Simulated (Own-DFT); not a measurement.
# One host, several defects: C40 NbSi2

Source: density functional calculations with Own-DFT, an unreviewed in-house program that is no longer used. Nothing was measured or relaxed, and spin and spin-orbit coupling are left out.

Settings: PBE; PseudoDojo norm-conserving scalar-relativistic files; cutoff 42 hartree; 4 x 4 x 5 k mesh centred on Gamma; cold (Marzari-Vanderbilt) smearing of 0.2 eV.

Keep in mind: forces on such cells failed a check on a denser k mesh; stress not checked against mesh or cutoff.

All runs share one cell, with vectors in Å (0.000, 8.324, 0.000); (-9.613, 0.000, 0.000); (0.000, 0.000, 6.586) and a volume of 527.0 Å³. u is the rms random offset of the atoms per axis. The defect's site can differ from row to row.

```
cell,formula,u (Å),P (GPa)
no defect,Nb12Si24,0.0185,1.47
no defect,Nb12Si24,0.0189,1.49
no defect,Nb12Si24,0.0503,2.70
one Si vacancy,Nb12Si23,0.0296,0.83
one Si vacancy,Nb12Si23,0.0304,0.96
one Si vacancy,Nb12Si23,0.0526,1.89
two Si on a Nb site each,Nb10Si26,0.0279,1.68
two Si on a Nb site each,Nb10Si26,0.0294,?
two Si on a Nb site each,Nb10Si26,0.0485,2.37
two Si on a Nb site each,Nb10Si26,0.0496,2.45
two Nb vacancies,Nb10Si24,0.0303,-0.13
two Nb vacancies,Nb10Si24,0.0309,0.22
two Nb vacancies,Nb10Si24,0.0461,0.56
two Nb on a Si site each,Nb14Si22,0.0283,7.77
two Nb on a Si site each,Nb14Si22,0.0317,7.53
two Nb on a Si site each,Nb14Si22,0.0531,8.48
```

## Worked fit

P = P0 + c u² + a shift for each defect gives P0 = 1.36 GPa, c = 494 ± 40 GPa/Å² and a scatter of 0.13 GPa. The shifts, and each times the cell's volume:

- two Nb on a Si site each: 5.81 ± 0.11 GPa, 19.1 eV (9.5 eV for each of its 2 sites)
- two Si on a Nb site each: -0.11 ± 0.11 GPa, -0.4 eV (-0.2 eV for each of its 2 sites) (not resolved)
- one Si vacancy: -0.88 ± 0.11 GPa, -2.9 eV
- two Nb vacancies: -1.80 ± 0.11 GPa, -5.9 eV (-3.0 eV for each of its 2 sites)

A positive shift means that the defect pushes the cell outwards. Shift times volume (160.2 GPa Å³ is 1 eV) depends little on the cell's size, so, taken for each site, it can be compared between cells at like pressure. The atoms around the defects weren't relaxed, which would change these numbers.

## Prediction

Q: what pressure belongs in the blank (two Si on a Nb site each, u = 0.0294 Å)?

The fitted form gives 1.67 ± 0.16 GPa. The run itself gave 1.64 GPa.
